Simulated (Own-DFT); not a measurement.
GaN (wurtzite, strained, atoms displaced) (calculated)

A calculation, not a measurement: plane-wave PBE density functional theory by an unreviewed code, no spin, of a simulated periodic cell, stress positive in tension, free energy of the whole cell less one offset for each atom, forces on such cells passed a denser k mesh, this cell's mesh not checked; offsets are fitted by least squares, one for each functional and potential file, so energies compare only between cells with the same atoms and settings and are not formation energies; the far tail of each file's local potential was reset to the Coulomb form; each entry is a single point on an unrelaxed cell, so the pressure reflects the starting lattice, mostly measured values (interpolated for alloys), from which strain is counted, and rises with the displacements; printed positions are rounded, which can move forces by about a meV/angstrom; the program, named Own-DFT, is a retired in-house code; no spin-orbit coupling. Program: Own-DFT development build.

### GaN (wurtzite, strained, atoms displaced)

```
cell vectors (Å)
  12.7560     0.1913     0.0000
  -4.6592     8.2135     0.0000
   0.0000     0.0000    10.3700
atoms (fractions of the cell vectors)
Ga  0.08111  0.22361  0.99867
Ga  0.16606  0.10868  0.25824
N   0.08490  0.21969  0.18492
N   0.16213  0.11167  0.43546
Ga  0.08037  0.23331  0.49708
Ga  0.16222  0.11005  0.75257
N   0.08392  0.21530  0.68535
N   0.17043  0.10779  0.94128
Ga  0.07564  0.55218  0.00095
Ga  0.17233  0.44795  0.25369
N   0.07921  0.54506  0.18507
N   0.16212  0.44881  0.43716
Ga  0.08179  0.54185  0.50214
Ga  0.16729  0.44721  0.75174
N   0.08357  0.55942  0.68986
N   0.16416  0.44528  0.93659
Ga  0.08270  0.89786  0.00814
Ga  0.16989  0.78566  0.24158
N   0.08171  0.88607  0.17788
N   0.16313  0.77368  0.43219
Ga  0.09047  0.89973  0.50123
Ga  0.16936  0.78159  0.75285
N   0.08033  0.87673  0.68672
N   0.17124  0.78636  0.93518
Ga  0.33425  0.22922  0.00351
Ga  0.41111  0.10415  0.25318
N   0.33391  0.22710  0.18506
N   0.41437  0.10325  0.43765
Ga  0.33523  0.22304  0.50165
Ga  0.41118  0.10935  0.75171
N   0.33685  0.22163  0.69678
N   0.41944  0.09987  0.94215
Ga  0.33191  0.55571  0.00512
Ga  0.41795  0.44124  0.24704
N   0.33744  0.55526  0.18552
N   0.41785  0.44308  0.44441
Ga  0.33451  0.55064  0.49583
Ga  0.41543  0.44521  0.75436
N   0.33618  0.55512  0.68873
N   0.41758  0.45228  0.93500
Ga  0.33359  0.89209  0.99819
Ga  0.41670  0.77707  0.25197
N   0.33607  0.89532  0.18312
N   0.41548  0.78100  0.43754
Ga  0.32361  0.88473  0.50006
Ga  0.42011  0.78274  0.75180
N   0.33306  0.89360  0.68340
N   0.41230  0.77843  0.94020
Ga  0.58931  0.22626  0.00249
Ga  0.65686  0.11046  0.25073
N   0.58835  0.22297  0.19598
N   0.66352  0.11269  0.43915
Ga  0.58171  0.21732  0.50986
Ga  0.66721  0.11538  0.74918
N   0.58166  0.21133  0.68941
N   0.66521  0.10721  0.93184
Ga  0.57872  0.54787  0.99950
Ga  0.66284  0.44541  0.24386
N   0.59060  0.56925  0.17608
N   0.66143  0.44062  0.44146
Ga  0.58761  0.56288  0.50405
Ga  0.67111  0.43151  0.74608
N   0.57712  0.55007  0.68602
N   0.67596  0.44958  0.93157
Ga  0.58477  0.89397  0.99933
Ga  0.66324  0.77328  0.24740
N   0.58136  0.88044  0.19978
N   0.66103  0.78473  0.43496
Ga  0.57871  0.88365  0.49804
Ga  0.66913  0.77150  0.75409
N   0.57882  0.88668  0.68428
N   0.66624  0.77697  0.94300
Ga  0.82865  0.21019  0.99722
Ga  0.91131  0.09894  0.24939
N   0.83839  0.22035  0.18530
N   0.91417  0.10761  0.43616
Ga  0.82936  0.21494  0.49435
Ga  0.91132  0.10621  0.75032
N   0.83371  0.22440  0.67961
N   0.91450  0.11258  0.94676
Ga  0.84143  0.56036  0.99807
Ga  0.91042  0.44325  0.24880
N   0.83630  0.56038  0.19215
N   0.92285  0.45118  0.44370
Ga  0.83393  0.56166  0.50084
Ga  0.92300  0.44616  0.74726
N   0.83760  0.54914  0.69239
N   0.92024  0.45059  0.93790
Ga  0.82538  0.88428  0.00104
Ga  0.91384  0.77354  0.25286
N   0.82957  0.87642  0.18905
N   0.90691  0.77917  0.43807
Ga  0.82619  0.88292  0.50026
Ga  0.91164  0.76981  0.75374
N   0.83289  0.89105  0.68905
N   0.91907  0.76878  0.94257
```

- functional: PBE
- potential files: PseudoDojo norm-conserving, scalar-relativistic, standard set with the stringent files for Ga
- wave cutoff: 96 hartree
- occupations: Gaussian
- smearing width: 0.01 eV
- k mesh: 3 x 4 x 3 centred on Gamma
- free energy of cell above offsets: -4.806 eV
- pressure: 7.02 GPa
- stress xx: -6.85 GPa
- stress yy: -6.07 GPa
- stress zz: -8.13 GPa
- stress yz: 0.05 GPa
- stress xz: -0.38 GPa
- stress xy: 5.47 GPa

Force:
| element | x (eV/Å) | y (eV/Å) | z (eV/Å) |
| --- | --- | --- | --- |
| Ga | 0.615 | 0.068 | 0.307 |
| Ga | -0.296 | 0.1 | -2.414 |
| N | -0.274 | 0.047 | 1.013 |
| N | 0.678 | 1.082 | 1.418 |
| Ga | 0.376 | -1.807 | 0.305 |
| Ga | 1.588 | -1.008 | 0.082 |
| N | -1.705 | 1.087 | 0.095 |
| N | -0.968 | 1.276 | -0.617 |
| Ga | 1.407 | 1.204 | -0.134 |
| Ga | -0.888 | -0.718 | -1.5 |
| N | 0.001 | 1.28 | 0.716 |
| N | 3.269 | -0.818 | -0.472 |
| Ga | -2.526 | 2.963 | 0.652 |
| Ga | 0.546 | -0.166 | -0.387 |
| N | 0.944 | -0.298 | -0.362 |
| N | 0.604 | -0.088 | 0.44 |
| Ga | 0.669 | -1.122 | -3.368 |
| Ga | 0.195 | -1.719 | 0.491 |
| N | -0.475 | 0.443 | 4.09 |
| N | -0.208 | 0.122 | 0.105 |
| Ga | -0.857 | -1.906 | 0.079 |
| Ga | 0.399 | -0.277 | -0.221 |
| N | -1.207 | 1.429 | 0.132 |
| N | -0.567 | -0.829 | 1.15 |
| Ga | 0.639 | -0.88 | -1.28 |
| Ga | 0.505 | 1.213 | -0.346 |
| N | 0.297 | -0.825 | 1.141 |
| N | -0.264 | 0.873 | 0.428 |
| Ga | -0.137 | -0.434 | 0.493 |
| Ga | 1.746 | -0.602 | 0.834 |
| N | -2.002 | 0.449 | -1.297 |
| N | -0.509 | 3.277 | -0.545 |
| Ga | -0.819 | 0.39 | -1.427 |
| Ga | 0.475 | 0.817 | 0.842 |
| N | -0.655 | 0.079 | 1.323 |
| N | 0.565 | -0.106 | -1.581 |
| Ga | -1.011 | 1.163 | 1.034 |
| Ga | 0.387 | -0.171 | -1.064 |
| N | -1.231 | 0.244 | -0.421 |
| N | 0.417 | -0.906 | 1.227 |
| Ga | -0.573 | -1.222 | 0.235 |
| Ga | -0.34 | 0.072 | -0.207 |
| N | 0.086 | -1.048 | 0.657 |
| N | -0.293 | -1.01 | 0.12 |
| Ga | 0.713 | -0.294 | -0.318 |
| Ga | -0.574 | -0.52 | -0.354 |
| N | 0.091 | -0.681 | 0.791 |
| N | 1.548 | -0.285 | -0.066 |
| Ga | -0.716 | -0.216 | -0.299 |
| Ga | 3.696 | -1.296 | 1.113 |
| N | -3.094 | 0.988 | -2.025 |
| N | 0.556 | -0.49 | -0.152 |
| Ga | -0.64 | 0.319 | -1.759 |
| Ga | 1.539 | -1.564 | -0.721 |
| N | -1.629 | 0.905 | 0.489 |
| N | 0.368 | 0.597 | 1.037 |
| Ga | 0.733 | 0.686 | -1.762 |
| Ga | 0.961 | 0.514 | 1.258 |
| N | -0.617 | -2.651 | 1.806 |
| N | 0.6 | 0.394 | -0.489 |
| Ga | -0.495 | -0.396 | -0.583 |
| Ga | -1.122 | 1.067 | -0.074 |
| N | 1.444 | 0.264 | 1.166 |
| N | -0.804 | -0.693 | 1.108 |
| Ga | -0.801 | -1.269 | 0.67 |
| Ga | 1.102 | 0.964 | 0.844 |
| N | -1.277 | 1.697 | -2.06 |
| N | 1.956 | -1.375 | 0.023 |
| Ga | -1.231 | 1.226 | 0.5 |
| Ga | -1.252 | 0.191 | -0.523 |
| N | 1.206 | 0.305 | 0.87 |
| N | -0.428 | -0.409 | -0.756 |
| Ga | -1.159 | 2.179 | 0.868 |
| Ga | 0.683 | 0.788 | -0.347 |
| N | -1.84 | -0.329 | 0.307 |
| N | 0.389 | -0.079 | 0.189 |
| Ga | -0.517 | 1.058 | -0.226 |
| Ga | 0.517 | 0.999 | 0.116 |
| N | 0.026 | -0.358 | 1.367 |
| N | 1.536 | -1.407 | -1.877 |
| Ga | -1.042 | -1.222 | 1.029 |
| Ga | 1.857 | -0.492 | 0.752 |
| N | -1.121 | -1.043 | -0.931 |
| N | -1.218 | -1.19 | -0.925 |
| Ga | 0.304 | -0.935 | -0.011 |
| Ga | 0.142 | -0.705 | 0.522 |
| N | -1.687 | 0.621 | -0.949 |
| N | -0.106 | -2.098 | -0.693 |
| Ga | 1.695 | -0.03 | 0.293 |
| Ga | 0.755 | 0.572 | -0.025 |
| N | -0.776 | 0.919 | -0.313 |
| N | 2.035 | -0.038 | 0.093 |
| Ga | -0.644 | 1.084 | 0.07 |
| Ga | 0.893 | 0.533 | -0.173 |
| N | 0.008 | -1.135 | 0.156 |
| N | -1.168 | 2.611 | -0.791 |
